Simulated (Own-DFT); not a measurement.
Simulation results for AlN (wurtzite, strained, atoms displaced)

A calculation, not a measurement: plane-wave PBE density functional theory by an unreviewed code, no spin, of a simulated periodic cell, stress positive in tension, free energy of the whole cell less one offset for each atom, forces on such cells passed a denser k mesh, this cell's mesh not checked; offsets are fitted by least squares, one for each functional and potential file, so energies compare only between cells with the same atoms and settings and are not formation energies; the far tail of each file's local potential was reset to the Coulomb form; each entry is a single point on an unrelaxed cell, so the pressure reflects the starting lattice, mostly measured values (interpolated for alloys), from which strain is counted, and rises with the displacements; printed positions are rounded, which can move forces by about a meV/angstrom; the program, named Own-DFT, is a retired in-house code; no spin-orbit coupling. Program: Own-DFT development build.

Common to all runs: functional PBE; potential files PseudoDojo norm-conserving, scalar-relativistic, standard set; wave cutoff 42 hartree; occupations Fermi-Dirac; smearing width 0.1 eV; k mesh 2 x 2 x 2 centred on Gamma.

(1) 
```cif
# cell vector a (Å): 12.6464 0.1733 -0.0722
# cell vector b (Å): -6.1731 10.6490 0.0908
# cell vector c (Å): -0.0578 0.0505 10.0051
data_AlN
_symmetry_space_group_name_H-M 'P 1'
_symmetry_Int_Tables_number 1
_cell_length_a 12.6478
_cell_length_b 12.3092
_cell_length_c 10.0054
_cell_angle_alpha 89.161
_cell_angle_beta 90.654
_cell_angle_gamma 119.317
_cell_volume 1358.02
loop_
_atom_site_label
_atom_site_type_symbol
_atom_site_fract_x
_atom_site_fract_y
_atom_site_fract_z
_atom_site_occupancy
Al1 Al 0.07863 0.16638 0.00063 1
Al2 Al 0.16230 0.07746 0.25339 1
N1 N 0.08043 0.17167 0.19016 1
N2 N 0.16697 0.08363 0.44115 1
Al3 Al 0.08521 0.16354 0.50219 1
Al4 Al 0.16875 0.09107 0.74426 1
N3 N 0.08763 0.16721 0.69113 1
N4 N 0.16772 0.07811 0.94513 1
Al5 Al 0.09101 0.41513 0.00831 1
Al6 Al 0.16405 0.33430 0.25271 1
N5 N 0.08631 0.41684 0.18927 1
N6 N 0.17191 0.33690 0.44073 1
Al7 Al 0.08724 0.41945 0.49664 1
Al8 Al 0.17035 0.34348 0.75386 1
N7 N 0.07996 0.41108 0.68604 1
N8 N 0.16417 0.33727 0.94247 1
Al9 Al 0.08634 0.66704 0.00290 1
Al10 Al 0.16730 0.57957 0.24596 1
N9 N 0.07902 0.66788 0.19305 1
N10 N 0.15835 0.57979 0.44072 1
Al11 Al 0.08182 0.66808 0.49753 1
Al12 Al 0.17069 0.58642 0.74051 1
N11 N 0.09002 0.67036 0.69680 1
N12 N 0.16180 0.58054 0.94138 1
Al13 Al 0.08133 0.92083 0.00245 1
Al14 Al 0.16469 0.83577 0.24777 1
N13 N 0.07787 0.91675 0.18383 1
N14 N 0.16673 0.82933 0.44435 1
Al15 Al 0.07809 0.91613 0.49960 1
Al16 Al 0.16407 0.83256 0.75619 1
N15 N 0.08200 0.91327 0.69157 1
N16 N 0.16019 0.82766 0.94049 1
Al17 Al 0.33093 0.16601 0.00116 1
Al18 Al 0.41199 0.08229 0.25185 1
N17 N 0.33553 0.16272 0.18709 1
N18 N 0.41427 0.08157 0.44537 1
Al19 Al 0.32936 0.16852 0.49508 1
Al20 Al 0.41708 0.08418 0.74894 1
N19 N 0.32620 0.16515 0.70246 1
N20 N 0.41629 0.08722 0.94722 1
Al21 Al 0.33230 0.41884 0.99751 1
Al22 Al 0.41903 0.33776 0.23984 1
N21 N 0.33681 0.42294 0.19447 1
N22 N 0.41287 0.33480 0.44078 1
Al23 Al 0.33180 0.41907 0.49633 1
Al24 Al 0.42207 0.33824 0.75106 1
N23 N 0.33298 0.41367 0.69560 1
N24 N 0.41714 0.33461 0.93709 1
Al25 Al 0.34102 0.67145 0.99971 1
Al26 Al 0.41899 0.58422 0.24915 1
N25 N 0.33802 0.66038 0.19446 1
N26 N 0.41055 0.58320 0.44579 1
Al27 Al 0.33214 0.66578 0.50895 1
Al28 Al 0.41369 0.58942 0.75579 1
N27 N 0.33910 0.66904 0.68803 1
N28 N 0.40628 0.57935 0.93955 1
Al29 Al 0.33267 0.91830 0.00444 1
Al30 Al 0.41950 0.83229 0.25137 1
N29 N 0.33138 0.91294 0.19377 1
N30 N 0.41667 0.82678 0.44358 1
Al31 Al 0.33157 0.91195 0.49755 1
Al32 Al 0.41392 0.83092 0.74896 1
N31 N 0.33686 0.92411 0.69162 1
N32 N 0.41754 0.83221 0.94119 1
Al33 Al 0.58916 0.16825 0.99934 1
Al34 Al 0.66707 0.08426 0.25954 1
N33 N 0.58269 0.16443 0.18795 1
N34 N 0.66773 0.09110 0.44512 1
Al35 Al 0.58303 0.16523 0.50051 1
Al36 Al 0.67198 0.08457 0.75126 1
N35 N 0.58071 0.16560 0.68758 1
N36 N 0.65978 0.08031 0.94600 1
Al37 Al 0.57842 0.41563 0.99803 1
Al38 Al 0.66967 0.33414 0.24396 1
N37 N 0.57993 0.40834 0.19244 1
N38 N 0.66196 0.32524 0.44656 1
Al39 Al 0.58257 0.41008 0.50235 1
Al40 Al 0.66932 0.33043 0.74942 1
N39 N 0.57459 0.41127 0.68883 1
N40 N 0.66799 0.32844 0.94359 1
Al41 Al 0.56942 0.66223 0.99920 1
Al42 Al 0.66573 0.58357 0.24611 1
N41 N 0.58402 0.67194 0.19791 1
N42 N 0.66120 0.57250 0.44261 1
Al43 Al 0.59182 0.67594 0.50067 1
Al44 Al 0.67089 0.58844 0.75061 1
N43 N 0.58727 0.66275 0.69646 1
N44 N 0.67005 0.58424 0.94325 1
Al45 Al 0.58480 0.91347 0.00557 1
Al46 Al 0.66664 0.83882 0.25190 1
N45 N 0.58462 0.91857 0.18637 1
N46 N 0.66149 0.82949 0.43315 1
Al47 Al 0.57657 0.91113 0.50023 1
Al48 Al 0.66455 0.83356 0.74453 1
N47 N 0.58848 0.92604 0.69034 1
N48 N 0.66222 0.82947 0.95010 1
Al49 Al 0.83652 0.16383 0.00019 1
Al50 Al 0.91693 0.07247 0.25266 1
N49 N 0.83412 0.16315 0.17944 1
N50 N 0.92298 0.09024 0.43912 1
Al51 Al 0.83596 0.16625 0.50312 1
Al52 Al 0.92148 0.07959 0.74461 1
N51 N 0.83807 0.17302 0.69511 1
N52 N 0.91286 0.08091 0.94388 1
Al53 Al 0.83191 0.41620 0.99600 1
Al54 Al 0.92093 0.33445 0.24567 1
N53 N 0.83370 0.41178 0.18782 1
N54 N 0.91705 0.33127 0.44006 1
Al55 Al 0.83637 0.42115 0.50318 1
Al56 Al 0.90994 0.32924 0.75672 1
N55 N 0.82697 0.41781 0.69327 1
N56 N 0.91423 0.33299 0.93822 1
Al57 Al 0.83234 0.66226 0.00427 1
Al58 Al 0.92530 0.59059 0.24636 1
N57 N 0.83327 0.67173 0.19271 1
N58 N 0.91325 0.58454 0.43833 1
Al59 Al 0.83306 0.66887 0.50148 1
Al60 Al 0.91018 0.57578 0.75134 1
N59 N 0.83297 0.66380 0.69200 1
N60 N 0.91079 0.58573 0.93853 1
Al61 Al 0.83048 0.91631 0.00118 1
Al62 Al 0.90274 0.82621 0.24142 1
N61 N 0.82961 0.90163 0.19620 1
N62 N 0.92213 0.84174 0.43950 1
Al63 Al 0.83818 0.91895 0.50103 1
Al64 Al 0.91972 0.82926 0.75774 1
N63 N 0.84081 0.92275 0.68858 1
N64 N 0.91484 0.84242 0.94681 1
_calc_free_energy_of_cell_above_offsets '-53.868'  # eV
_calc_pressure 2.53  # GPa
_calc_stress_xx 0.49  # GPa
_calc_stress_yy -5.98  # GPa
_calc_stress_zz -2.11  # GPa
_calc_stress_yz 1.41  # GPa
_calc_stress_xz -1.22  # GPa
_calc_stress_xy 5.72  # GPa
```

Force:
```tsv
element	x (eV/Å)	y (eV/Å)	z (eV/Å)
Al	0.965	-0.414	-0.203
Al	0.146	1.42	-1.228
N	0.859	-1.323	0.342
N	-0.099	-0.545	-0.217
Al	-0.555	1.54	-0.219
Al	1.106	-2.278	1.957
N	-1.992	0.878	-0.133
N	-1.408	2.283	-0.945
Al	-2.989	0.958	-1.624
Al	1.603	-0.081	0.264
N	-0.85	-0.032	0.775
N	-0.812	-0.875	-0.077
Al	-0.729	-1.798	0.548
Al	0.672	-1.455	-0.702
N	-0.707	1.354	0.444
N	2.041	-1.225	-0.288
Al	-1.051	-0.781	-0.669
Al	-0.011	1.366	0.722
N	2.04	0.206	-0.64
N	1.286	1.511	-0.352
Al	-0.337	-0.923	0.948
Al	-0.374	-1.334	1.545
N	-1.569	-1.043	-1.376
N	1.605	0.541	-0.083
Al	0.325	-1.486	-0.983
Al	0.247	-0.112	0.505
N	0.01	-0.597	2.043
N	-0.766	1.455	-1.139
Al	1.77	-0.187	0.738
Al	0.844	0.866	-0.831
N	-0.753	0.608	-0.091
N	0.452	1.54	1.113
Al	0.228	-0.117	-0.71
Al	2.009	0.148	0.086
N	-2.326	0.845	0.897
N	0.002	0.055	-0.708
Al	1.017	0.006	1.335
Al	-0.292	0.938	0.91
N	1.566	0.93	-1.947
N	0.983	-0.548	-0.869
Al	0.077	-1.621	0.647
Al	-0.076	-1.372	1.782
N	-0.599	-1.377	-1.471
N	0.842	-0.067	-0.736
Al	0.877	-0.335	1.154
Al	-1.116	-1.44	-0.337
N	-1.119	1.545	-0.259
N	-0.556	0.427	1.398
Al	-2.564	-0.989	1.024
Al	1.019	0.008	2.023
N	-2.538	1.572	-1.114
N	1.391	1.085	-0.427
Al	-0.278	-0.955	-2.563
Al	2.566	-2.188	-1.422
N	-1.664	0.17	1.15
N	1.442	1.074	-0.011
Al	-0.102	-0.01	-0.86
Al	-0.126	-0.377	-0.166
N	-0.203	-0.212	0.224
N	-0.722	0.993	-0.378
Al	-0.359	0.68	0.746
Al	0.008	2.169	0.478
N	-0.063	-2.426	-0.216
N	-0.01	0.657	-0.111
Al	-1.772	-1.186	0.821
Al	0.13	0.733	-1.934
N	-0.257	-0.081	1.093
N	1.816	-2.154	-0.162
Al	-1.294	-0.394	0.454
Al	-1.046	0.982	0.686
N	0.684	-0.133	0.95
N	2.418	-0.217	-1.426
Al	1.297	-0.458	0.028
Al	0.379	-1.099	1.199
N	-0.286	1.923	-0.989
N	0.912	2.176	-1.293
Al	-1.135	-0.474	-0.284
Al	-2.025	-0.267	0.239
N	2.177	1.306	0.799
N	-0.802	1.756	-0.893
Al	2.256	0.259	0.693
Al	0.123	-0.626	0.797
N	-0.193	-1.128	-1.245
N	0.258	2.652	-0.416
Al	-0.73	-3.852	0.173
Al	0.914	-2.135	0.472
N	-2.456	1.763	-0.815
N	-1.267	-0.061	0.125
Al	-1.253	0.984	-1.323
Al	0.458	-0.848	-1.156
N	-0.55	-0.1	2.168
N	0.783	2.479	1.811
Al	0.651	1.493	0.129
Al	0.909	0.485	1.26
N	-0.145	-2.567	-0.443
N	0.571	0.235	-1.669
Al	-2.106	0.438	-0.917
Al	-0.926	1.507	-0.956
N	0.126	-0.347	3.106
N	-0.136	-1.308	0.539
Al	-0.729	0.633	-0.095
Al	-0.589	2.11	1.335
N	0.148	-2.222	-0.702
N	1.214	0.054	-1.149
Al	0.178	-0.182	0.557
Al	-0.323	-1.157	0.473
N	-0.399	1.569	0.092
N	0.068	0.887	-0.203
Al	-0.44	-1.554	-0.896
Al	1.118	1.815	-0.967
N	1.462	-0.781	-0.542
N	0.985	0.202	1.267
Al	-1.256	1.473	-0.256
Al	-2.029	-1.979	0.733
N	0.452	-3.227	-0.587
N	0.727	0.587	0.247
Al	-0.304	-0.438	-0.527
Al	1.117	1.967	0.294
N	-0.367	0.63	-0.196
N	1.819	-0.472	0.472
Al	-0.859	-0.459	0.441
Al	5.109	0.696	2.512
N	-4.599	3.849	-1.489
N	-0.826	-1.682	-0.584
Al	-0.759	0.194	-0.406
Al	-0.349	0.808	-0.415
N	-0.864	-2.497	-0.024
N	1.526	-1.87	-0.699
```

(2) 
```cif
# cell vector a (Å): 12.2331 0.2437 0.0168
# cell vector b (Å): -5.9055 10.7663 -0.0894
# cell vector c (Å): 0.0134 -0.0749 9.8845
data_AlN
_symmetry_space_group_name_H-M 'P 1'
_symmetry_Int_Tables_number 1
_cell_length_a 12.2355
_cell_length_b 12.2799
_cell_length_c 9.8848
_cell_angle_alpha 90.835
_cell_angle_beta 89.852
_cell_angle_gamma 117.604
_cell_volume 1315.99
loop_
_atom_site_label
_atom_site_type_symbol
_atom_site_fract_x
_atom_site_fract_y
_atom_site_fract_z
_atom_site_occupancy
Al1 Al 0.09408 0.16904 0.99609 1
Al2 Al 0.16963 0.08401 0.24644 1
N1 N 0.07928 0.16013 0.19602 1
N2 N 0.17355 0.08838 0.44259 1
Al3 Al 0.07944 0.16726 0.50636 1
Al4 Al 0.16734 0.07769 0.75443 1
N3 N 0.08743 0.16329 0.68887 1
N4 N 0.16721 0.08262 0.93200 1
Al5 Al 0.08496 0.41948 0.99698 1
Al6 Al 0.17259 0.33752 0.24904 1
N5 N 0.08721 0.41705 0.19679 1
N6 N 0.16440 0.32387 0.43507 1
Al7 Al 0.08631 0.42011 0.50659 1
Al8 Al 0.17147 0.34183 0.74619 1
N7 N 0.08619 0.42132 0.69394 1
N8 N 0.16654 0.32996 0.93854 1
Al9 Al 0.08024 0.66301 0.00377 1
Al10 Al 0.16493 0.58436 0.24901 1
N9 N 0.09358 0.67229 0.19108 1
N10 N 0.16578 0.59022 0.44056 1
Al11 Al 0.08355 0.67237 0.49872 1
Al12 Al 0.17187 0.58816 0.74964 1
N11 N 0.08249 0.67087 0.69093 1
N12 N 0.16337 0.58454 0.93333 1
Al13 Al 0.08164 0.91880 0.99933 1
Al14 Al 0.17487 0.83963 0.25609 1
N13 N 0.08622 0.92239 0.18621 1
N14 N 0.16038 0.83316 0.43723 1
Al15 Al 0.09105 0.91781 0.50879 1
Al16 Al 0.16756 0.83762 0.74882 1
N15 N 0.08306 0.91754 0.70077 1
N16 N 0.16977 0.83183 0.94938 1
Al17 Al 0.33267 0.16910 0.99705 1
Al18 Al 0.41923 0.08222 0.24259 1
N17 N 0.33272 0.16878 0.18961 1
N18 N 0.42608 0.08963 0.44637 1
Al19 Al 0.33051 0.16912 0.50855 1
Al20 Al 0.41185 0.08474 0.74931 1
N19 N 0.32835 0.16202 0.69661 1
N20 N 0.41844 0.07985 0.94527 1
Al21 Al 0.33305 0.41751 0.99955 1
Al22 Al 0.41000 0.32793 0.24649 1
N21 N 0.32667 0.40220 0.19147 1
N22 N 0.41005 0.32451 0.43803 1
Al23 Al 0.33610 0.42093 0.50227 1
Al24 Al 0.41043 0.33153 0.76155 1
N23 N 0.33517 0.41695 0.69882 1
N24 N 0.41263 0.32494 0.93706 1
Al25 Al 0.33096 0.67003 0.00090 1
Al26 Al 0.41341 0.58568 0.24996 1
N25 N 0.33546 0.67111 0.18759 1
N26 N 0.42280 0.58252 0.44359 1
Al27 Al 0.33348 0.66566 0.49545 1
Al28 Al 0.41336 0.57638 0.76537 1
N27 N 0.33813 0.67093 0.68877 1
N28 N 0.41473 0.58707 0.93664 1
Al29 Al 0.33591 0.91497 0.00335 1
Al30 Al 0.41711 0.82895 0.25582 1
N29 N 0.33257 0.91599 0.18731 1
N30 N 0.41403 0.83408 0.43800 1
Al31 Al 0.33275 0.91553 0.50053 1
Al32 Al 0.42145 0.83605 0.74926 1
N31 N 0.33772 0.92084 0.69228 1
N32 N 0.41358 0.83105 0.94397 1
Al33 Al 0.58594 0.16710 0.00336 1
Al34 Al 0.66515 0.07968 0.24758 1
N33 N 0.58688 0.16868 0.18765 1
N34 N 0.67039 0.08640 0.44543 1
Al35 Al 0.57879 0.16583 0.50342 1
Al36 Al 0.67004 0.09031 0.74546 1
N35 N 0.58288 0.16315 0.69055 1
N36 N 0.66697 0.07856 0.94427 1
Al37 Al 0.58967 0.41562 0.98800 1
Al38 Al 0.66534 0.33418 0.25283 1
N37 N 0.58165 0.41777 0.19205 1
N38 N 0.65811 0.33626 0.44365 1
Al39 Al 0.59352 0.42563 0.49848 1
Al40 Al 0.65914 0.32666 0.74843 1
N39 N 0.57890 0.41618 0.68911 1
N40 N 0.65730 0.33204 0.93537 1
Al41 Al 0.58645 0.67168 0.98881 1
Al42 Al 0.67611 0.58799 0.25111 1
N41 N 0.57586 0.66121 0.18946 1
N42 N 0.66952 0.59152 0.43514 1
Al43 Al 0.58349 0.65971 0.50288 1
Al44 Al 0.66223 0.58043 0.75725 1
N43 N 0.58543 0.66352 0.69714 1
N44 N 0.65585 0.57282 0.94549 1
Al45 Al 0.58437 0.91720 0.00566 1
Al46 Al 0.66732 0.83418 0.24240 1
N45 N 0.58481 0.91791 0.18754 1
N46 N 0.67128 0.83165 0.43462 1
Al47 Al 0.57479 0.90900 0.49875 1
Al48 Al 0.67490 0.83186 0.75484 1
N47 N 0.58598 0.91351 0.69266 1
N48 N 0.66125 0.82798 0.93280 1
Al49 Al 0.83320 0.17177 0.01159 1
Al50 Al 0.91310 0.08121 0.25129 1
N49 N 0.83601 0.16777 0.18302 1
N50 N 0.91036 0.08177 0.44015 1
Al51 Al 0.82877 0.16203 0.49782 1
Al52 Al 0.91103 0.08729 0.75311 1
N51 N 0.83498 0.17419 0.68916 1
N52 N 0.90994 0.07400 0.94407 1
Al53 Al 0.82831 0.41448 0.99939 1
Al54 Al 0.91314 0.33277 0.25959 1
N53 N 0.83474 0.41383 0.18935 1
N54 N 0.92471 0.32900 0.44289 1
Al55 Al 0.83170 0.41618 0.50318 1
Al56 Al 0.92044 0.32984 0.75287 1
N55 N 0.83460 0.41782 0.68648 1
N56 N 0.92397 0.33566 0.93820 1
Al57 Al 0.82678 0.66967 0.00205 1
Al58 Al 0.92402 0.58859 0.24239 1
N57 N 0.83315 0.67230 0.18750 1
N58 N 0.92252 0.58342 0.43720 1
Al59 Al 0.84176 0.66641 0.48988 1
Al60 Al 0.92452 0.58837 0.75728 1
N59 N 0.83151 0.67168 0.67868 1
N60 N 0.92385 0.58426 0.95227 1
Al61 Al 0.83062 0.91600 0.00072 1
Al62 Al 0.92195 0.83685 0.25893 1
N61 N 0.83365 0.91750 0.19284 1
N62 N 0.91338 0.84179 0.44080 1
Al63 Al 0.82297 0.91111 0.50271 1
Al64 Al 0.91842 0.83656 0.75474 1
N63 N 0.83269 0.91983 0.68910 1
N64 N 0.90989 0.83111 0.94690 1
_calc_free_energy_of_cell_above_offsets '-50.929'  # eV
_calc_pressure 9.23  # GPa
_calc_stress_xx -12.58  # GPa
_calc_stress_yy -3.41  # GPa
_calc_stress_zz -11.71  # GPa
_calc_stress_yz -1.88  # GPa
_calc_stress_xz 0.46  # GPa
_calc_stress_xy 7.09  # GPa
```

Force:
```tsv
element	x (eV/Å)	y (eV/Å)	z (eV/Å)
Al	-3.056	-0.676	1.353
Al	-0.232	0.119	1.392
N	-0.209	1.556	-1.454
N	-0.62	-1.945	0.124
Al	0.318	-0.916	-1.783
Al	-0.904	1.23	-1.799
N	-1.818	1.086	1.539
N	1.097	-0.738	2.354
Al	0.318	-0.022	0.94
Al	-1.14	-2.792	0.493
N	-1.541	0.856	-1.261
N	-0.17	2.499	2.005
Al	0.342	-0.302	-1.642
Al	0.529	-2.505	0.581
N	-0.426	0.334	-0.218
N	0.193	0.992	-0.065
Al	1.129	2.368	-0.031
Al	1.442	-0.815	0.505
N	-2.007	0.311	0.191
N	1.691	-1.129	0.141
Al	-0.109	-0.476	0.622
Al	-0.21	0.396	-0.929
N	0.636	0.415	-0.263
N	1.432	-0.574	1.515
Al	0.5	-0.429	-0.025
Al	-1.185	-0.304	-2.456
N	0.192	-1.135	1.131
N	2.376	-0.201	1.181
Al	-3.527	2.002	-0.614
Al	1.739	-1.041	1.815
N	-0.356	-0.373	-1.13
N	-0.823	-0.127	-1.383
Al	0.658	-1.517	0.616
Al	-0.413	0.618	1.053
N	0.564	-1.163	-0.875
N	-2.305	-2.489	-1.38
Al	0.867	0.108	-1.028
Al	2.304	-0.651	1.052
N	-0.452	1.509	-0.187
N	-0.24	0.486	-0.435
Al	0.079	-0.11	0.297
Al	2.562	0.371	1.494
N	-0.873	3.906	-1.572
N	0.694	2.129	0.764
Al	0.218	-1.803	-0.364
Al	1.478	-0.673	-3.221
N	-0.869	0.584	-1.149
N	0.322	1.898	2.191
Al	-0.339	-0.073	-0.744
Al	1.794	-1.488	-0.173
N	-0.824	-0.967	0.91
N	-1.451	-0.153	-0.733
Al	-0.197	0.182	1.031
Al	0.22	1.759	-4.774
N	-0.247	-0.715	0.073
N	0.557	-1.049	3.871
Al	-1.392	0.619	-0.831
Al	-0.275	1.297	-2.058
N	0.988	0.347	1.954
N	0.623	-1.182	0.593
Al	-0.816	1.67	0.19
Al	0.322	-0.355	0.718
N	-1.068	-0.68	-0.57
N	1.701	0.066	-0.629
Al	-0.741	-0.443	-1.209
Al	0.736	1.019	0.72
N	-0.354	0.081	1.07
N	-1.389	-1.49	-1.16
Al	1.525	1.296	-0.293
Al	1.261	-2.309	1.146
N	-1.828	0.883	0.292
N	0.11	1.134	-0.624
Al	-4.788	0.184	3.653
Al	-0.114	0.008	-0.251
N	0.289	0.138	-0.831
N	4.366	-1.654	-0.754
Al	-4.073	0.367	0.475
Al	0.82	1.142	-1.115
N	-0.134	-0.093	0.786
N	4.958	-2.079	-0.36
Al	-1.552	-1.463	2.187
Al	-2.337	-1.209	-1.078
N	0.628	1.306	-0.866
N	2.716	-1.747	0.515
Al	-0.972	2.483	0.702
Al	1.872	-0.303	-1.573
N	-1.638	0.383	-0.339
N	1.672	2.237	-0.878
Al	-0.782	-0.325	-2.141
Al	0.95	-1.281	1.004
N	-0.934	-0.354	1.4
N	-2.724	-1.296	0.299
Al	1.948	1.381	0.575
Al	-1.371	-0.11	-2.333
N	-0.445	0.878	-0.514
N	0.897	1.146	2.486
Al	0.942	-0.771	-4.255
Al	1.102	0.218	-0.136
N	-1.255	0.276	4.335
N	1.404	-0.791	0.448
Al	0.524	1.455	0.594
Al	1.958	-0.812	0.037
N	-0.319	-0.915	-0.034
N	0.502	2.161	-0.501
Al	0.742	0.152	-0.403
Al	2.05	-0.429	-1.233
N	-1.363	0.932	0.275
N	-2.015	0.472	0.751
Al	0.47	-0.164	-1.083
Al	-0.92	1.585	-0.843
N	-0.297	0.095	2.114
N	-1.462	-0.758	0.874
Al	0.992	-0.663	-0.443
Al	-0.094	-0.692	0.105
N	1.268	0.015	1.008
N	0.12	-0.875	-0.882
Al	-2.502	1.522	0.952
Al	-1.553	-0.783	-0.966
N	0.818	-0.629	2.504
N	-2.908	-1.002	-1.152
Al	-0.885	0.391	0.755
Al	-0.363	0.752	-1.722
N	-0.454	-0.481	-0.624
N	3.391	-1.667	0.895
Al	0.583	2.182	-0.1
Al	-0.721	-0.724	-0.881
N	0.399	0.238	0.945
N	1.488	-0.342	-1.235
```
